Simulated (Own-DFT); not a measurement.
# Computed records: Si3N4 (beta silicon nitride, strained, atoms displaced)

All values are calculated (Own-DFT development build). A calculation, not a measurement: plane-wave PBE density functional theory by an unreviewed code, no spin, of a simulated periodic cell, stress positive in tension, free energy of the whole cell less one offset for each atom, forces on such cells moved up to 12 meV/angstrom on a denser k mesh; offsets are fitted by least squares, one for each functional and potential file, so energies compare only between cells with the same atoms and settings and are not formation energies; the far tail of each file's local potential was reset to the Coulomb form; each entry is a single point on an unrelaxed cell, so the pressure reflects the starting lattice, mostly measured values (interpolated for alloys), from which strain is counted, and rises with the displacements; printed positions are rounded, which can move forces by about a meV/angstrom; the program, named Own-DFT, is a retired in-house code; no spin-orbit coupling; before rounding, a Quantum ESPRESSO 7.3.1 run of the same cell and cutoff gave forces within 1 meV/angstrom rms on each cell, which checks the program and not the settings.

Common to all runs: functional PBE; potential files PseudoDojo norm-conserving, scalar-relativistic, standard set; wave cutoff 42 hartree; occupations Fermi-Dirac; smearing width 0.1 eV; k mesh 2 x 2 x 4 centred on Gamma.

(1) Si3N4 (beta silicon nitride, strained, atoms displaced)

```xyz
112
Lattice="15.3519 0.1459 -0.2481 -7.5496 13.2929 0.2144 -0.0949 0.0399 5.7396" Properties=species:S:1:pos:R:3 Si3N4
Si    -1.6280     5.0894     0.8590
Si     0.1868     2.6798     0.7026
Si     1.4402     5.5205     0.7931
Si     5.4216     1.6483     2.0670
Si     3.6892     4.0509     2.0967
Si     2.4192     1.1707     2.1378
N      2.5635     0.2764     0.6479
N      6.1893     1.9944     0.5359
N      2.7584     4.5035     0.6982
N      1.5386     6.5256     2.1093
N     -2.3928     4.7621     2.2801
N      0.9208     2.2124     2.2009
N      0.0153     4.4836     0.7975
N      3.7796     2.2327     2.0793
Si    -1.6253     5.2059     3.6272
Si     0.1676     2.6821     3.5995
Si     1.3720     5.5641     3.5539
Si     5.3977     1.7201     4.8457
Si     3.6297     4.0612     4.9876
Si     2.3543     1.1525     4.9694
N      2.3879     0.2402     3.5643
N      6.2725     2.1235     3.5189
N      2.7805     4.5319     3.7232
N      1.3120     6.4921     5.0260
N     -2.4766     4.6333     5.0716
N      1.0765     2.1970     5.0539
N     -0.0203     4.5046     3.6419
N      3.8338     2.2888     4.9835
Si    -5.3153    11.7348     0.9156
Si    -3.5772     9.3620     0.8329
Si    -2.2622    12.2448     0.8336
Si     1.6624     8.1280     2.2367
Si    -0.2066    10.6927     2.2967
Si    -1.3560     7.8059     2.2151
N     -1.3571     6.9141     0.7460
N      2.4918     8.6423     0.7195
N     -0.9823    11.1131     0.7601
N     -2.3844    13.1531     2.2348
N     -6.1783    11.3210     2.3546
N     -2.7983     8.9264     2.2645
N     -3.7431    11.1257     0.9199
N      0.0005     8.9373     2.1041
Si    -5.4250    11.7999     3.8751
Si    -3.6458     9.2944     3.6825
Si    -2.3487    12.1386     3.6315
Si     1.5721     8.2850     5.1114
Si    -0.2256    10.7061     5.0233
Si    -1.4638     7.7970     5.1203
N     -1.3942     6.8775     3.7432
N      2.4345     8.7653     3.6243
N     -0.9776    11.1010     3.6740
N     -2.4122    13.2278     5.1006
N     -6.2019    11.3336     5.1930
N     -2.7429     8.9154     5.1816
N     -3.8816    10.9961     3.6795
N      0.0056     8.9327     5.0624
Si     6.1318     5.2148     0.7349
Si     7.9507     2.7343     0.6293
Si     9.1344     5.6058     0.6087
Si    13.2217     1.5856     1.9351
Si    11.1962     4.0183     1.9298
Si    10.1758     1.2359     2.0450
N     10.1146     0.2844     0.5590
N     13.9530     2.1398     0.4885
N     10.5354     4.5647     0.5705
N      9.1131     6.5654     2.1216
N      5.2380     4.6836     2.1171
N      8.7869     2.3068     2.0519
N      7.6436     4.4363     0.6543
N     11.4339     2.4476     2.0634
Si     6.0229     5.2075     3.5659
Si     7.9254     2.8422     3.4131
Si     9.0764     5.7165     3.4736
Si    13.0572     1.6755     4.7920
Si    11.2451     4.1350     4.8262
Si    10.0419     1.2540     4.9215
N     10.0714     0.3865     3.3949
N     13.9389     2.1624     3.3437
N     10.4161     4.5568     3.4306
N      9.0395     6.6045     4.9605
N      5.2613     4.7578     5.0076
N      8.6242     2.3216     4.8217
N      7.7127     4.4268     3.4807
N     11.4951     2.3242     4.8183
Si     2.3002    11.8343     0.8653
Si     4.0588     9.3768     0.7267
Si     5.3740    12.2878     0.6725
Si     9.4055     8.2964     2.0940
Si     7.5118    10.7316     2.1413
Si     6.3644     7.8710     2.1378
N      6.2938     6.9233     0.6885
N     10.2264     8.8295     0.5703
N      6.6688    11.1683     0.6551
N      5.2551    13.1705     2.1208
N      1.5133    11.3535     2.2550
N      4.9743     8.9477     2.1237
N      3.8969    11.1803     0.8080
N      7.7332     8.9193     2.1023
Si     2.2801    11.9447     3.6103
Si     4.1159     9.5235     3.5662
Si     5.3454    12.2618     3.5440
Si     9.2660     8.3402     4.8739
Si     7.4664    10.7982     5.0349
Si     6.2461     7.9072     4.9607
N      6.1868     7.0111     3.5321
N     10.0868     8.9337     3.4517
N      6.6637    11.1727     3.5387
N      5.3047    13.2182     5.0539
N      1.3709    11.3746     5.1273
N      4.8329     9.0136     5.0011
N      3.8782    11.1647     3.6007
N      7.7074     9.1211     4.9153
```

| Item | Value |
| --- | --- |
| free energy of cell above offsets | -7.014 eV |
| pressure | 6.18 GPa |
| stress xx | -0.46 GPa |
| stress yy | -0.6 GPa |
| stress zz | -17.47 GPa |
| stress yz | 2.69 GPa |
| stress xz | -4.65 GPa |
| stress xy | 4.32 GPa |

Force:
```csv
element,x (eV/Å),y (eV/Å),z (eV/Å)
Si,2.183,1.45,-2.903
Si,1.688,1.955,0.438
Si,-1.98,-0.272,-4.037
Si,-0.772,-1.15,-0.919
Si,-3.442,-2.229,1.552
Si,-0.066,1.112,-1.202
N,-1.663,-3.019,2.34
N,4.741,2,4.305
N,3.101,-1.182,0.432
N,-0.733,-2.804,2.069
N,-4.716,-2.282,-1.895
N,2.152,-1.683,-1.749
N,-0.143,-1.359,-0.115
N,0.65,2.139,0.577
Si,1.812,-1.191,3.505
Si,0.808,2.813,1.499
Si,-0.155,-0.897,2.604
Si,-2.165,-3.219,0.423
Si,0.564,-2.351,3.295
Si,3.812,2.123,0.382
N,-0.54,-1.412,-0.426
N,1.662,0.645,-3.459
N,-0.755,1.126,-6.178
N,0.603,1.194,0.368
N,-0.658,0.465,0.82
N,-4.16,1.894,-0.24
N,0.134,-1.3,-0.329
N,-2.492,1.415,-0.611
Si,1.075,1.859,0.789
Si,1.413,2.232,-0.693
Si,-2.466,-1.045,-2.33
Si,-0.801,5.808,-1.048
Si,2.643,-2.679,-4.472
Si,0.09,2.4,0.553
N,-0.646,-4.047,3.848
N,1.748,0.575,3.13
N,0.83,0.589,0.952
N,1.102,0.921,1.53
N,-2.716,-0.294,0.064
N,1.672,-2.456,0.647
N,1.424,-0.419,-0.874
N,0.794,-1.124,1.242
Si,3.186,0.199,-4.653
Si,1.886,2.216,1.501
Si,-3.467,0.871,2.09
Si,-1.192,-1.494,-3.35
Si,2.41,-3.213,5.265
Si,2.849,4.274,-1.111
N,-0.456,0.334,-3.017
N,1.303,-0.21,0.148
N,-2.878,2.297,-1.807
N,0.745,-1.533,-1.328
N,-4.1,-1.007,3.264
N,-2.185,0.061,-1.434
N,2.092,2.49,0.763
N,-1.83,0.37,-0.263
Si,-0.196,-1.019,-1.229
Si,-2.245,-0.482,-1.979
Si,-1.854,-1.988,1.407
Si,-3.081,1.553,-0.382
Si,2.767,2.769,4.202
Si,0.07,3.008,-3.284
N,-0.214,-0.352,1.905
N,0.4,-0.565,-0.155
N,-1.932,1.71,-2.958
N,0.53,1.956,-4.132
N,0.867,1.151,0.209
N,-0.369,-0.553,-1.15
N,2.835,2.081,0.079
N,3.005,-5.638,-0.871
Si,2.247,-0.476,0.006
Si,-1.55,-2.686,0.224
Si,-1.016,-5.631,2.787
Si,-0.416,0.253,-0.394
Si,1.688,-2.056,0.268
Si,0.524,2.418,-1.984
N,-0.184,-3.295,3.555
N,-0.259,-1.011,1.467
N,-0.486,1.357,-0.98
N,0.176,0.934,-1.275
N,-1.538,0.008,0.353
N,1.991,-1.457,3.504
N,-1.394,7.41,0.183
N,-1.959,0.803,0.711
Si,0.844,-0.536,-2.877
Si,0.426,1.628,-0.385
Si,-3.028,-3.97,1.554
Si,-2.344,1.083,-3.321
Si,1.868,-1.672,-1.238
Si,-0.57,2.767,-1.997
N,0.415,0.038,-0.105
N,-1.868,-1.879,0.729
N,0.844,0.618,1.452
N,1.254,2.454,0.267
N,-3.248,-0.248,0.065
N,-0.441,-0.078,0.64
N,1.19,-0.159,-0.667
N,0.887,1.02,-0.224
Si,0.697,-1.773,3.192
Si,-1.757,-2.254,-0.832
Si,-2.626,-1.752,1.647
Si,-0.441,1.913,1.347
Si,1.557,-0.649,-1.477
Si,0.047,3.217,1.329
N,0.493,-3.641,1.285
N,0.196,-1.955,1.858
N,0.04,1.25,0.596
N,0.675,1.746,-3.512
N,1.135,1.736,-1.166
N,1.724,-1.5,1.136
N,0.644,3.68,0.199
N,-1.014,-3.244,0.467
```

(2) Si3N4 (beta silicon nitride, strained, atoms displaced)

```xyz
112
Lattice="15.1594 0.0094 0.2314 -7.5716 13.0265 0.0601 0.0885 0.0777 5.8275" Properties=species:S:1:pos:R:3 Si3N4
Si    -1.6149     5.0591     0.7056
Si     0.2343     2.5371     0.7623
Si     1.3869     5.3715     0.8734
Si     5.3711     1.5310     2.3602
Si     3.6163     3.9293     2.3541
Si     2.4638     1.1786     2.1601
N      2.3823     0.2606     0.8198
N      6.2092     1.9097     0.8566
N      2.7392     4.4413     0.8384
N      1.3877     6.2282     2.2610
N     -2.4663     4.5774     2.1654
N      1.0691     2.2535     2.1780
N      0.0608     4.4102     0.8285
N      3.8440     2.2154     2.2474
Si    -1.6206     5.0619     3.7262
Si     0.3277     2.6418     3.7353
Si     1.4297     5.4340     3.7988
Si     5.4713     1.5477     5.0610
Si     3.6966     3.9729     5.1857
Si     2.4894     1.1243     5.1658
N      2.4998     0.2425     3.6968
N      6.2876     1.9781     3.7390
N      2.8160     4.3717     3.6883
N      1.3929     6.3795     5.1234
N     -2.3286     4.6250     5.1475
N      1.0891     2.1727     5.0866
N      0.0533     4.3874     3.7394
N      3.9114     2.2302     5.1736
Si    -5.4209    11.5370     0.8465
Si    -3.5818     9.0773     0.8994
Si    -2.5018    11.9018     0.8811
Si     1.5813     8.1261     2.2858
Si    -0.1336    10.3675     2.3522
Si    -1.3107     7.7125     2.2881
N     -1.3638     6.8431     0.8113
N      2.4381     8.5405     0.8292
N     -1.0201    10.7594     0.8726
N     -2.4262    12.7338     2.3313
N     -6.0948    11.0060     2.2300
N     -2.6847     8.6566     2.2098
N     -3.7564    10.8246     0.7397
N      0.0580     8.7200     2.2851
Si    -5.3438    11.5699     3.7291
Si    -3.4784     9.1913     3.7015
Si    -2.3618    11.8534     3.7930
Si     1.6078     8.1704     5.2806
Si    -0.1647    10.5384     5.2396
Si    -1.3916     7.7187     5.1814
N     -1.3105     6.7122     3.6139
N      2.5040     8.6274     3.8424
N     -0.9949    10.8717     3.7272
N     -2.2829    12.8753     5.1827
N     -6.1579    11.1708     5.1215
N     -2.6739     8.7539     5.1746
N     -3.7419    10.9055     3.6666
N      0.0840     8.7678     5.2457
Si     5.9771     5.0277     0.8800
Si     7.9379     2.6252     0.8509
Si     8.9771     5.4411     0.9577
Si    12.8919     1.4771     2.4186
Si    11.2195     3.8082     2.4286
Si    10.0331     1.1968     2.3953
N      9.9577     0.2392     0.8608
N     13.8410     1.9511     0.9414
N     10.3590     4.3384     0.9533
N      9.0498     6.2987     2.3324
N      5.1524     4.5331     2.3417
N      8.7093     2.2962     2.3516
N      7.4856     4.3646     0.8965
N     11.3128     2.1143     2.2953
Si     6.0223     5.0689     3.8037
Si     7.8511     2.6396     3.7201
Si     9.0449     5.4564     3.8817
Si    13.0899     1.5667     5.3851
Si    11.3183     3.9996     5.3463
Si    10.0954     1.2665     5.3217
N      9.9983     0.3024     3.7516
N     13.7640     1.9609     3.8478
N     10.4088     4.4257     3.8016
N      9.0801     6.4630     5.3153
N      5.2403     4.5645     5.2635
N      8.6552     2.2636     5.2824
N      7.5966     4.3676     3.8091
N     11.5102     2.2932     5.2135
Si     2.2362    11.4278     0.9119
Si     4.0216     9.1209     0.8743
Si     5.1385    12.0338     0.9689
Si     9.1787     8.0963     2.5046
Si     7.4583    10.4062     2.4073
Si     6.2123     7.6893     2.3609
N      6.2013     6.7449     0.9265
N      9.9457     8.5054     0.9711
N      6.5358    10.9489     0.9542
N      5.2070    12.9175     2.4945
N      1.4852    11.1291     2.3472
N      4.8351     8.6654     2.3858
N      3.7540    10.8772     0.9066
N      7.5801     8.7105     2.5193
Si     2.3122    11.6367     3.8823
Si     4.0970     9.1802     3.9163
Si     5.2241    11.9257     3.8638
Si     9.2140     8.1097     5.4238
Si     7.4492    10.4402     5.3818
Si     6.3159     7.7397     5.3355
N      6.3108     6.7854     3.7795
N     10.0842     8.5527     3.9391
N      6.5573    10.8580     3.9185
N      5.1630    12.8140     5.3634
N      1.6037    11.1449     5.2187
N      4.8927     8.7740     5.2589
N      3.9013    10.8406     3.9105
N      7.6977     8.7467     5.2763
```

| Property | Result |
| --- | --- |
| free energy of cell above offsets | -7.064 eV |
| pressure | 11.36 GPa |
| stress xx | -12.72 GPa |
| stress yy | -10.82 GPa |
| stress zz | -10.53 GPa |
| stress yz | 3.97 GPa |
| stress xz | 4.96 GPa |
| stress xy | 0.02 GPa |

Force:
```csv
element,x (eV/Å),y (eV/Å),z (eV/Å)
Si,3.28,0.41,3.181
Si,0.46,4.534,-0.576
Si,-0.53,1.215,-2.881
Si,1.39,-1.337,-3.702
Si,-1.195,-1.028,-3.948
Si,0.396,2.244,3.986
N,-0.475,-3.599,-1.67
N,1.254,-0.05,-0.704
N,3.732,-2.377,-0.469
N,0.641,5.368,2.283
N,2.076,0.685,1.02
N,1.174,-1.993,1.666
N,-4.082,-3.418,-0.817
N,-1.5,-0.298,0.288
Si,3.427,-1.403,-4.14
Si,-3.352,2.432,-3.944
Si,-0.713,-1.31,-2.523
Si,-0.42,0.159,6.437
Si,-2.905,-1.132,1.043
Si,1.467,2.891,-1.853
N,-0.834,-0.158,-1.22
N,0.974,0.05,-2.358
N,-0.86,0.922,3.949
N,0.967,2.351,3.644
N,0.202,0.808,0.53
N,1.482,-1.582,2.806
N,-1.424,-1.29,0.306
N,-1.856,-0.378,-0.246
Si,2.841,-0.212,-3.44
Si,-0.567,1.98,-4.073
Si,3.046,-0.513,-1.129
Si,3.533,-2.973,2.039
Si,0.43,2.6,-1.576
Si,0.931,-1.171,-1.712
N,-0.887,-3.308,-0.088
N,-1.095,-0.895,0.969
N,-1.101,2.182,0.93
N,0.4,3.292,0.611
N,-1.675,0.153,2.232
N,-1.271,0.702,2.724
N,-2.843,-0.556,0.495
N,-1.139,-0.345,0.561
Si,1.851,-0.107,-1.262
Si,-0.589,0.611,0.378
Si,-0.536,1.438,-0.515
Si,1.647,-2.267,-2.257
Si,2.049,-1.84,-0.508
Si,3.785,0.179,-1.562
N,-0.911,1.536,3.286
N,-2.162,-1.745,-1.502
N,1.102,-0.244,1.614
N,-0.291,-1.111,0.744
N,-0.195,0.039,2.651
N,-2.027,0.38,-0.038
N,-0.785,-1.539,0.555
N,-2.695,1.25,-0.642
Si,-0.89,-0.986,0.459
Si,-5.816,2.185,2.779
Si,-1.151,-3.302,-1.963
Si,2.143,4.595,0.367
Si,-2.251,1.402,-1.238
Si,-3.56,-2.511,-3.368
N,0.078,-1.154,1.87
N,-1.989,-1.174,1.381
N,-0.102,0.335,-0.264
N,0.116,3.492,3.66
N,2.218,1.917,0.535
N,0.511,-1.173,-1.129
N,4.273,-0.264,-0.059
N,4.633,3.087,0.147
Si,0.729,-0.548,-0.739
Si,-0.063,2.521,2.642
Si,-1.692,-1.173,-1.063
Si,-1.715,-0.831,-2.692
Si,-4.172,-1.283,-0.919
Si,0.077,-0.001,-2.139
N,0.13,-0.47,3.415
N,2.288,0.615,0.252
N,1.072,-0.282,2.634
N,0.012,-2.672,-0.104
N,1.162,1.797,-0.216
N,2.376,-1.644,-4.358
N,1.243,0.714,0.139
N,-0.417,-0.584,0.842
Si,-0.818,3.382,-1.142
Si,0.439,2.18,2.078
Si,-1.002,-4.643,2.697
Si,0.426,-1.54,-0.456
Si,-2.987,0.653,1.116
Si,0.062,0.106,0.389
N,-0.224,-0.254,-0.19
N,1.231,0.433,2.305
N,1.348,-0.498,1.578
N,-0.17,-4.128,-1.812
N,-2.58,-1.032,2.492
N,-0.813,0.35,-0.801
N,4.298,-1.13,0.743
N,0.908,0.326,-1.164
Si,2.025,-1.061,-4.27
Si,-1.394,0.605,-4.347
Si,-0.497,-1.349,1.704
Si,1.929,0.679,-2.108
Si,-1.386,0.923,-1.207
Si,-0.675,-0.419,-2.57
N,-0.663,-0.711,2.444
N,-0.691,-0.6,-0.618
N,2.223,0.249,-1.036
N,0.961,4.351,-2.545
N,-5.301,-1.582,3.468
N,2.933,-2.279,2.659
N,-0.753,3.056,-0.899
N,-1.695,1.089,1.049
```
